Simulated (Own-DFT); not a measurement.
# How much smaller does PBEsol make it? diamond-structure SiGeSn with randomly placed atoms, 64 atoms (Ge48Si8Sn8)

Everything here is calculated. The program is Own-DFT (plane waves, in-house, since retired, never reviewed by a person); positions were held fixed, and spin and spin-orbit coupling were off.

Caveats: forces on such cells moved up to 12 meV/angstrom on a denser k mesh; stress not checked against mesh or cutoff.

Each geometry was run with PBE and with PBEsol, otherwise alike: PseudoDojo norm-conserving scalar-relativistic files made for PBE; cutoff 49 hartree; 3 x 3 x 3 k mesh centred on Gamma; Fermi-Dirac smearing of 0.1 eV. Unstrained cell vectors in Å: (11.467, 0.000, 0.000); (0.000, 11.467, 0.000); (0.000, 0.000, 11.467). Each has a uniform strain, of which the change of volume is shown, and random moves of rms u per axis. The random placing of the alloy's atoms differs from row to row.

| run | volume change (%) | u (Å) | P with PBE (GPa) | P with PBEsol (GPa) |
|---|---|---|---|---|
| 1 | -2.98 | 0.0484 | 7.48 | 4.52 |
| 2 | -2.98 | 0.0533 | 7.51 | 4.56 |
| 3 | -4.94 | 0.0485 | 9.62 | 6.55 |
| 4 | -2.98 | 0.0489 | 7.44 | 4.50 |
| 5 | -2.48 | 0.0462 | 6.90 | 3.98 |
| 6 | -5.91 | 0.0569 | 10.56 | 7.43 |
| 7 | -4.45 | 0.0456 | 8.77 | 5.73 |
| 8 | -2.98 | 0.0500 | 7.51 | 4.56 |
| 9 | -3.96 | 0.0533 | 8.61 | 5.60 |
| 10 | -4.45 | 0.0521 | 9.15 | 6.11 |
| 11 | -3.47 | 0.0510 | 8.08 | ? |

Question: by how much does PBEsol shrink this cell, and what belongs in the blank?

## Answer

Write v for the change of volume as a fraction. Fitted to v and u², the PBE pressure has a slope of -103 ± 3 GPa in v, with the ions held to the strained lattice. The difference PBEsol less PBE is -2.77 + 6.1 v GPa (slope ± 0.2) and averages -3.00 GPa. Divided by the mean slope of the two, 100 GPa, that makes PBEsol's volume at a given pressure, near 7 GPa, about 3.0 % smaller, or 1.00 % in lengths. At one volume PBEsol's slope is the smaller by 6 GPa, but its pressure there is lower too. If stiffness rises by about 4 GPa for each GPa, PBEsol at equal pressure is stiffer by about 6 GPa. Files made for PBEsol would give a different shift.

For run 11 the line gives 5.10 GPa. DFT gave 5.10 GPa.
